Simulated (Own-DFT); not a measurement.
# Computed records: InAs (zincblende, strongly disordered by large displacements), GaP (zincblende, strongly disordered by large displacements)

A calculation, not a measurement: plane-wave PBE density functional theory by an unreviewed code, no spin, of a simulated periodic cell, stress positive in tension, free energy of the whole cell less one offset for each atom, forces on such cells passed a denser k mesh, this cell's mesh not checked; broken bonds can close the gap or carry spin, so checks made on this kind of crystal may not hold here; offsets are fitted by least squares, one for each functional and potential file, so energies compare only between cells with the same atoms and settings and are not formation energies; the far tail of each file's local potential was reset to the Coulomb form; each entry is a single point on an unrelaxed cell, so the pressure reflects the starting lattice, mostly measured values (interpolated for alloys), from which strain is counted, and rises with the displacements; printed positions are rounded, which can move forces by about a meV/angstrom; the program, named Own-DFT, is a retired in-house code; no spin-orbit coupling. Program: Own-DFT development build.

Common to all runs: functional PBE; potential files PseudoDojo norm-conserving, scalar-relativistic, standard set; wave cutoff 42 hartree; occupations Fermi-Dirac; smearing width 0.1 eV; k mesh 3 x 3 x 3 centred on Gamma.

(1) 
```xyz
64
Lattice="12.1166 0.0000 0.0000 0.0000 12.1166 0.0000 0.0000 0.0000 12.1166" Properties=species:S:1:pos:R:3:force_x:R:1:force_y:R:1:force_z:R:1 formula=InAs hardware=one_NVIDIA_H200 free_energy_of_cell_above_offsets=21.973 pressure=12.94 stress_xx=-12.68 stress_yy=-12.51 stress_zz=-13.63 stress_yz=-0.2 stress_xz=-2.35 stress_xy=0.89 wall_time=1194
In    11.9379    11.8067    12.0990      1.959      1.974     -1.626
In     0.2652     3.2427     3.3208     -4.684     -3.953      4.854
In     2.8191     0.1344     2.8138      0.413     -0.111       0.49
In     3.3092     2.8948    11.7644      0.165      -0.54      2.092
As     1.0910     1.9029     1.9000      3.936     -6.526     -7.094
As     1.3665     4.8170     4.1877      5.434      6.244      4.586
As     4.1723     1.2801     5.0206     -3.738      3.502      -3.76
As     4.3932     5.2132     0.9769      1.894     -5.934     -2.796
In    11.8629     0.1095     6.2598       2.26      4.219     -3.123
In    11.8335     2.9184     9.4119      1.075     -0.162      0.398
In     2.5894     0.5136     8.5922      4.163     -3.756      0.544
In     3.0595     3.1745     6.5072      3.059      3.595     -3.059
As     1.5010     1.7932     7.2984     -8.382      2.119     -2.366
As     1.7540     4.4095    10.8337     -2.559      1.623     -1.556
As     4.2374     0.9441    10.2888     -4.168      1.344     -3.298
As     4.5597     4.8782     7.6929      4.426     -6.448     -2.426
In    11.4303     5.9610     0.0049      3.634     -1.189      2.951
In     0.4778     9.3181     3.0754     -4.005      -5.96     -5.788
In     3.3598     6.0937     2.6845     -2.105      1.113      6.297
In     3.1582     9.2956    11.8156     -5.143      5.254      4.395
As     1.9283     7.5136     1.4454     -3.641      2.586     -1.814
As     1.4097    10.6334     4.4527      3.747      5.197      5.766
As     4.5558     7.6328     4.3902     -0.464     -1.907      1.122
As     4.6525    10.5213     1.3945     -1.521      3.556     -2.144
In    12.0856     5.8663     6.1291      1.488      3.694     -4.037
In     0.0305     8.9630     8.9734      0.828     -0.882      1.082
In     3.3949     6.3420     8.7385     -1.245      3.838      5.118
In     3.2005     9.1750     5.9522     -1.438     -0.529     -0.419
As     1.3281     6.8073     7.9401     -2.751      2.886       -0.5
As     1.7520    11.0545    10.0371     -2.469      -3.99      3.997
As     4.2383     7.8790    10.6658      3.857     -6.024     -4.759
As     4.4817    10.7105     7.4181     -0.193     -0.366      2.339
In     5.6517     0.4085    11.8019      6.258     -3.289      6.506
In     6.3580     3.4834     2.5949     -3.987      4.059      4.176
In     8.4725    11.9610     2.7974       0.63     -0.111     -0.622
In     9.5962     3.3428     0.0213      -0.91     -1.463     -1.205
As     7.5475     2.1843     1.3083       2.79     -5.504      -3.88
As     7.8485     4.5851     4.6468     -1.282     -0.981      0.333
As    10.0430     0.8852     4.6394      0.404      1.688      0.152
As    10.9737     4.2711     1.8676     -3.397      3.048     -2.003
In     5.7755     0.0897     5.9374      5.317     -2.607      1.406
In     5.8553     2.7027     9.7483      2.202      2.214     -1.901
In     8.9919     0.1950     8.8340     -2.288      -5.27     -4.576
In     9.1015     2.8427     6.3393     -0.037     -0.534     -1.596
As     7.4205     1.4273     7.6559     -2.972      1.638     -1.186
As     7.8083     4.5142    10.5032     -2.473     -1.129      1.882
As    10.1632     0.8899    10.4591      5.152      4.085      6.614
As    10.9552     4.3222     7.3004     -2.628     -3.703      2.624
In     5.9818     6.2145    11.6698       2.96      1.139     -0.547
In     5.7148     9.2923     3.0298      0.611     -2.435     -0.343
In     9.1177     6.0230     3.0316       1.47      0.226     -0.021
In     8.4311     9.1429    11.8948      2.257      -1.34       1.86
As     7.5928     7.4221     1.6076     -1.594      0.891     -1.317
As     7.5263     9.9583     4.3437     -4.514      5.723     -2.667
As    10.3715     7.6628     4.7548      6.575     -6.868     -3.431
As    10.6579    10.3247     1.2815      -2.15     -1.676      1.725
In     6.0528     5.9472     5.9918      0.687      1.006       -0.7
In     6.0626     8.8672     9.2642      -6.07      -3.24      -0.57
In     9.2020     5.3972     8.8163      0.738      1.728     -2.034
In     9.1228     9.1809     5.5022      0.956      3.094      8.247
As     6.8325     8.0893     7.3170       2.76     -2.198     -4.494
As     7.3272    10.3267    10.1396      4.376      7.968       2.76
As    10.5015     7.0182    10.3620     -1.785      3.582     -2.731
As    11.1617    10.3696     7.1948     -3.888     -4.203      2.076
```

Units: free_energy_of_cell_above_offsets in eV; pressure, stress_xx, stress_yy, stress_zz, stress_yz, stress_xz, stress_xy in GPa; wall_time in s; force_x, force_y, force_z in eV/Å.

(2) 
```xyz
64
Lattice="10.9010 0.0000 0.0000 0.0000 10.9010 0.0000 0.0000 0.0000 10.9010" Properties=species:S:1:pos:R:3:force_x:R:1:force_y:R:1:force_z:R:1 formula=GaP hardware=one_NVIDIA_H100 free_energy_of_cell_above_offsets=5.895 pressure=12.76 stress_xx=-12.99 stress_yy=-15.07 stress_zz=-10.23 stress_yz=1.25 stress_xz=0.64 stress_xy=0.99 wall_time=560.6
Ga     0.3567    10.7806     0.5187     -2.998     -4.949     -2.876
Ga    10.6469     2.7894     2.9464        4.7      4.546     -4.518
Ga     2.9579    10.4740     2.9732      4.576      2.915     -5.531
Ga     2.8240     2.9289    10.4189      0.458      0.956      7.215
P      1.2765     1.4702     1.1830      2.972      5.182      3.167
P      1.6780     3.9958     3.9676     -5.276      2.611      -1.85
P      4.1930     1.2378     3.8210     -0.503     -0.778      3.605
P      4.0906     4.0693     1.7071      0.836     -0.411      -3.79
Ga    10.8723    10.8479     5.5917      1.414      1.841     -1.592
Ga     0.0028     2.7718     8.4024      2.923      1.086     -1.903
Ga     2.3897     0.0979     8.4377       1.38      0.495     -1.928
Ga     2.7401     2.9042     5.2832       3.46     -2.669      3.459
P      1.4759     1.4495     6.6435       -1.3     -0.281      1.628
P      1.5670     4.1839     9.6092     -6.487      4.453     -2.129
P      3.8050     1.3789     9.7828      4.929      -4.63      -2.55
P      3.8673     4.1726     7.2070      2.733     -2.166     -3.524
Ga    10.7843     5.8005     0.0175      1.949     -1.668     -0.321
Ga    10.7262     8.1369     2.6982      0.292      0.801      1.164
Ga     2.7797     5.5124     2.7303     -2.945     -1.696     -2.536
Ga     2.9271     8.1157     0.0210     -0.258     -1.367      1.602
P      1.2427     6.9532     1.3650      2.128     -0.054      0.398
P      1.5152     9.7131     4.0458     -6.613     -2.124      2.269
P      3.9223     6.8261     3.7733      1.779      2.659      5.223
P      4.3815     9.5267     0.8844     -2.552     -5.025      5.504
Ga     0.0237     5.6827     5.5262     -0.492     -6.558     -1.151
Ga    10.5739     8.1971     8.3324      5.957      4.367     -3.532
Ga     2.6829     5.6124     8.2129     -3.159      0.202     -1.667
Ga     2.2874     8.1192     5.2780      3.336     -0.019      0.106
P      1.1718     6.8692     6.6447      2.685      1.723      5.889
P      1.7217     9.3912     9.7473     -5.029      0.899     -1.324
P      3.8641     6.7890     9.4565      4.643      0.877      1.051
P      4.0787     9.6653     6.9721     -2.921     -2.444      0.739
Ga     5.3389     0.2327     0.3263      2.941      4.479     -2.506
Ga     5.4661     2.6709     2.8790      1.123      1.326     -0.987
Ga     8.1567     0.3288     2.5091      2.516       -4.5      2.734
Ga     8.1236     2.5399    10.7556      1.452      2.249      0.313
P      6.9956     1.5448     1.3545     -4.315      1.246     -0.423
P      6.8052     4.0171     4.3490      1.603     -1.538     -2.323
P      9.6379     1.4017     3.9153     -3.353     -3.426      4.758
P      9.4763     4.6954     1.4024      2.882     -5.902      -3.56
Ga     5.4646    10.8964     6.0073     -0.206     -0.196     -4.834
Ga     5.3317     2.6895     8.3905      0.495     -0.305     -0.381
Ga     8.2118    10.8291     8.4983      1.136     -0.596     -0.203
Ga     8.4421     3.2039     5.6414     -2.632      -4.39     -4.615
P      6.8716     1.0294     7.1095      1.358      4.263      0.712
P      6.8959     4.0578     9.7764     -0.134      0.491     -3.004
P      9.5999     1.5936     9.5491     -0.198      -4.15      1.204
P      9.3570     3.9447     7.1986      3.109      4.516      3.396
Ga     5.5526     5.4071    10.7596     -2.281      1.437      2.808
Ga     5.4735     7.8627     2.6578     -3.178      6.215      2.519
Ga     8.3890     5.4767     2.8230     -4.181      3.017      4.892
Ga     8.2273     8.0079    10.5488       1.26     -1.538       6.56
P      6.7725     6.8295     1.6718      5.416     -4.445     -5.702
P      7.0179     9.4647     3.9753     -1.666      0.559      0.418
P      9.6421     6.8647     4.4314     -2.866      1.319     -3.163
P      9.4352     9.4400     1.3328      0.024      0.883     -0.429
Ga     5.9573     5.6594     5.3182     -3.932      1.076      0.654
Ga     5.6103     8.1376     7.8146     -5.919      5.769       5.39
Ga     8.0630     5.7730     8.2220      1.735     -4.352      1.944
Ga     7.9898     8.1006     5.5531      1.782      1.769     -1.033
P      6.8022     6.8766     6.9967      2.513     -3.394     -4.569
P      6.9736     9.2793     9.7599     -5.122      4.704     -3.603
P      9.5866     6.9211     9.4315     -1.253     -5.496      1.556
P      9.6857     9.4551     6.7425     -2.725      0.136      1.182
```

Units: free_energy_of_cell_above_offsets in eV; pressure, stress_xx, stress_yy, stress_zz, stress_yz, stress_xz, stress_xy in GPa; wall_time in s; force_x, force_y, force_z in eV/Å.

(3) 
```xyz
64
Lattice="10.9010 0.0000 0.0000 0.0000 10.9010 0.0000 0.0000 0.0000 10.9010" Properties=species:S:1:pos:R:3:force_x:R:1:force_y:R:1:force_z:R:1 formula=GaP hardware=one_NVIDIA_H100 free_energy_of_cell_above_offsets=43.485 pressure=20.62 stress_xx=-24.02 stress_yy=-17.59 stress_zz=-20.23 stress_yz=-2.58 stress_xz=-2.54 stress_xy=4.33 wall_time=584.5
Ga    10.8845    10.8928    10.2643      4.174     -6.014      5.135
Ga    10.8699     2.4978     2.3382      -2.91      4.225      4.969
Ga     3.4228     0.2745     2.5633     -2.968      7.528      5.324
Ga     2.4915     2.4905     0.4758     -2.531      2.382      4.028
P      0.9465     1.0335     1.5145      4.368     -4.614     -2.737
P      1.4414     3.9336     4.2962     -0.584     -1.116     -0.962
P      4.0164     1.0530     4.4757     -1.496      2.259      -4.03
P      4.3743     4.4270     1.5061     -2.244     -0.516      0.829
Ga     0.0499    10.8289     5.7700     -0.112      0.284     -1.553
Ga    10.8817     2.6894     8.4227      2.557      6.846     -1.923
Ga     2.0685     0.0458     9.0167      2.048      1.677     -0.772
Ga     2.6969     2.2335     5.4095     -2.272      4.494      2.818
P      0.9620     1.7737     6.7590      1.156     -1.936     -0.565
P      1.1083     4.7900     9.6367      5.599     -8.563     -9.254
P      3.6286     1.9150     9.8692      3.752      -2.96     -5.175
P      4.1577     4.0064     6.7047     -3.868      2.313     -3.482
Ga     0.1139     5.6125     0.0238     -13.39     -0.082      2.071
Ga    10.4664     8.3272     2.1646      6.643     -9.949      6.239
Ga     2.3468     5.4435     2.8870      2.113      0.099     -0.267
Ga     2.7346     7.8339     0.1264      2.037     -0.336      0.923
P      1.2475     6.5388     1.1699      4.973      6.088      8.661
P      1.4366     9.5938     4.3150     -8.085      3.364       -6.7
P      4.5068     6.3592     4.0174     -1.797       1.82     -1.325
P      3.6119     9.7788     1.4066      3.033     -9.599      -7.59
Ga    10.7693     5.3121     5.2491      2.736     -7.474      6.317
Ga     0.2943     8.7023     8.1392     -10.53     -0.144     -8.298
Ga     2.6745     5.5861     8.1834      1.233     -11.73     -4.869
Ga     2.8006     8.9860     5.3612      7.628      -4.32        6.5
P      1.1868     6.6292     7.7366     -8.489       3.98     -3.938
P      1.6527     8.6762     9.3552      7.495      1.581      6.097
P      3.8596     6.5809     9.1482      10.07       6.96      8.613
P      4.3398     9.0793     6.9246     -4.256      4.046     -8.213
Ga     5.3335    10.8126    10.6897     -0.738      0.791      0.424
Ga     5.5874     2.6846     2.6063     -5.629      5.636      8.617
Ga     8.6444    10.1276     3.3022      1.241      1.762     -0.918
Ga     7.9848     2.9132     0.9146     -5.739     -4.467     -5.334
P      6.3299     1.7960     1.1979      1.874     -9.366     -8.557
P      6.9532     4.0360     3.8079       0.64     -3.373       1.96
P      9.2890     1.3075     3.9576      1.509      0.189      0.215
P      9.3950     3.9157     1.4896      8.787      8.281      2.432
Ga     5.5570     0.1139     5.1281      5.239     -2.971      5.199
Ga     5.4783     3.0245     7.8157      4.313     -3.766      4.172
Ga     8.6824     0.2401     7.9420       5.07     -0.408      3.183
Ga     8.4804     2.6858     5.5884     -1.286     -1.909     -1.051
P      6.9451     0.5511     7.2084     -8.736      3.977     -3.785
P      7.4402     3.5184     9.3862      -2.11     -1.438      1.521
P      9.8553     1.3787     9.4572     -8.222      2.144      0.903
P      8.9156     4.4372     6.7220      3.066      0.545     -0.216
Ga     5.5754     5.5419    10.7421     -0.383     -0.334     -0.973
Ga     5.6209     8.0249     2.6820     -2.331      1.583      3.248
Ga     7.9257     5.4992     2.6590      2.106      2.769     -1.572
Ga     8.0458     7.7997    10.6186     -4.605      5.073      0.892
P      6.6899     7.3459     1.0300     -2.636     -4.192      2.806
P      6.8612     9.5394     4.2929     -0.931     -3.786     -0.952
P     10.1248     6.7427     4.2457     -5.473      8.879     -6.094
P      9.6245     9.6884     1.2913     -5.317       8.16     -5.974
Ga     5.9896     5.2313     5.2926     -1.663      0.672      2.491
Ga     5.2689     8.5500     8.4640     -2.132     -6.832      2.298
Ga     8.0017     5.3863     8.5592      1.591      2.331      0.864
Ga     8.2930     8.0304     5.7158      -3.33     -5.917     -2.552
P      6.6594     6.4719     7.1707     -0.109      2.343     -1.491
P      6.7683     9.2535     9.3949      5.817      4.434          4
P      9.6182     7.2517     9.8759      9.091     -4.423     -5.939
P      9.2188     9.5399     6.5799       4.95      3.015      3.307
```

Units: free_energy_of_cell_above_offsets in eV; pressure, stress_xx, stress_yy, stress_zz, stress_yz, stress_xz, stress_xy in GPa; wall_time in s; force_x, force_y, force_z in eV/Å.
